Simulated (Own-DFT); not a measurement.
# How strain changes the stress of wurtzite GaN, 72 atoms (Ga36N36)

Everything here is calculated. The program is Own-DFT (plane waves, in-house, since retired, never reviewed by a person); positions were held fixed, and spin and spin-orbit coupling were off.

Method: PBE; PseudoDojo norm-conserving scalar-relativistic files (stringent for Ga); cutoff 96 hartree; 4 x 4 x 3 k mesh centred on Gamma; Gaussian smearing of 0.01 eV.

Caveats: forces not confirmed at this smearing and k mesh; stress not checked against mesh or cutoff.

Unstrained cell vectors in Å: (9.567, 0.000, 0.000); (-4.783, 8.285, 0.000); (0.000, 0.000, 10.370). The unstrained cell has measured lattice constants (interpolated for alloys), not those of this functional. That, the random moves and any unrelaxed bonds set the pressure at no strain. The cell is deformed uniformly in each run, and the atoms keep their fractional places. Each atom got a random Gaussian move of width 0.05 Å along each axis. Strain is the symmetric tensor, in per cent. Stress is positive in tension, and the pressure is minus a third of its trace.

| run | e_xx (%) | e_yy (%) | e_zz (%) | e_yz (%) | e_xz (%) | e_xy (%) | s_xx (GPa) | s_yy (GPa) | s_zz (GPa) | s_yz (GPa) | s_xz (GPa) | s_xy (GPa) | P (GPa) | E (meV/atom) |
|---|---|---|---|---|---|---|---|---|---|---|---|---|---|---|
| 1 | 1.21 | 0.67 | -1.20 | 1.64 | 0.00 | -1.06 | -0.82 | -4.11 | -13.31 | 3.70 | -0.54 | -3.03 | 6.08 | 13.8 |
| 2 | 1.12 | -0.87 | 1.19 | 0.21 | -1.40 | 1.52 | -2.61 | -7.78 | -2.36 | 0.69 | -2.98 | 2.32 | 4.25 | 2.8 |
| 3 | -0.09 | -1.21 | -0.90 | -1.90 | 1.70 | -0.94 | -11.11 | -12.23 | -12.37 | -3.58 | 4.46 | -3.71 | 11.90 | 33.3 |
| 4 | 0.07 | -1.83 | 0.20 | 0.59 | -0.72 | 1.24 | -8.59 | -14.63 | -6.37 | 0.68 | -0.76 | 4.33 | 9.86 | 14.2 |
| 5 | -0.39 | 0.31 | 0.72 | -1.89 | 0.13 | -1.31 | -7.95 | -5.94 | -3.78 | -4.75 | 0.48 | -3.32 | 5.89 | 11.0 |
| 6 | -0.59 | 0.35 | -0.25 | 1.60 | 0.55 | 0.45 | -9.65 | -7.00 | -7.60 | 3.02 | 1.49 | 1.95 | 8.08 | 15.3 |
| 7 | -0.62 | -0.23 | 0.40 | -1.97 | -0.54 | 0.68 | -8.47 | -8.45 | -6.72 | -4.66 | -1.52 | 1.89 | 7.88 | 15.6 |
| 8 | -1.95 | -0.56 | 0.92 | 1.56 | -1.75 | 1.61 | -14.52 | -12.79 | -5.36 | 3.89 | -3.69 | 4.01 | 10.89 | 41.7 |
| 9 | -0.20 | 0.02 | 1.38 | 0.94 | 0.58 | -0.17 | -6.24 | -5.14 | -2.21 | 2.21 | 1.71 | -0.43 | 4.53 | 0.0 |
| 10 | 1.85 | -1.61 | 1.97 | -0.32 | 1.88 | 1.58 | -0.25 | -10.43 | -0.35 | -0.02 | 3.44 | 5.05 | 3.67 | 35.9 |
| 11 | -1.21 | 1.51 | -0.79 | -1.69 | 0.73 | 0.81 | -12.91 | -2.56 | -10.64 | -3.80 | 1.04 | 1.30 | 8.70 | 35.0 |
| 12 | 1.39 | -0.85 | 1.68 | 1.79 | -0.40 | -1.39 | -1.50 | -9.45 | 0.95 | 4.07 | -1.26 | -4.04 | 3.33 | 21.2 |
| 13 | -0.66 | 0.93 | 0.91 | -1.92 | -0.29 | -1.54 | -8.09 | -2.91 | -3.91 | -3.50 | -0.09 | -3.76 | 4.97 | 15.9 |
| 14 | 0.91 | -0.35 | -0.96 | 1.02 | 0.45 | 0.06 | -2.77 | -10.04 | -10.50 | 0.87 | 0.89 | 1.10 | 7.77 | 15.3 |
| 15 | -0.79 | 0.69 | 0.51 | 0.91 | 0.79 | -1.22 | ? | ? | ? | ? | ? | ? | ? | ? |

The last column gives the free energy per atom over the lowest of the runs shown.

## Fit

Regress every stress component on the fractional strains (shears doubled) of the visible runs, with a constant. Shear strains stay in the fit of a normal stress only where such slopes are resolved. The slopes, in GPa:

| stress | at no strain | per e_xx | per e_yy | per e_zz | scatter |
|---|---|---|---|---|---|
| s_xx | -7.0 | 432 ± 32 | 119 ± 38 | 70 ± 32 | 1.14 |
| s_yy | -7.3 | 116 ± 30 | 433 ± 35 | 83 ± 30 | 1.05 |
| s_zz | -7.5 | 34 ± 28 | 30 ± 33 | 417 ± 28 | 0.99 |

The slope of each shear stress on twice its own strain, from a fit on all six strains: yz 108 ± 7, xz 108 ± 7, xy 133 ± 14 GPa. These are stiffnesses along x, y and z of the frame in which the cell vectors are given, with the crystal's c axis along z: C11, C12, C13 and C33. Hexagonal symmetry asks that xx and yy behave alike, which is a second check on the noise. No internal relaxation is included, and where it is allowed it would reduce some of the slopes. The table should be nearly symmetric about its diagonal, and what it lacks of that shows the noise. A ninth of the table's sum, 193 ± 8 GPa, estimates the bulk modulus near the mean pressure of these runs, 7.0 GPa, so it lies above the value at zero pressure.

## Prediction

Asked: what normal stresses and pressure should run 15 give?

The fitted form gives s_xx = -9.3, s_yy = -4.8, s_zz = -5.5 and P = 6.5 GPa. DFT gave -10.23, -3.70, -4.69 and P = 6.21 GPa.
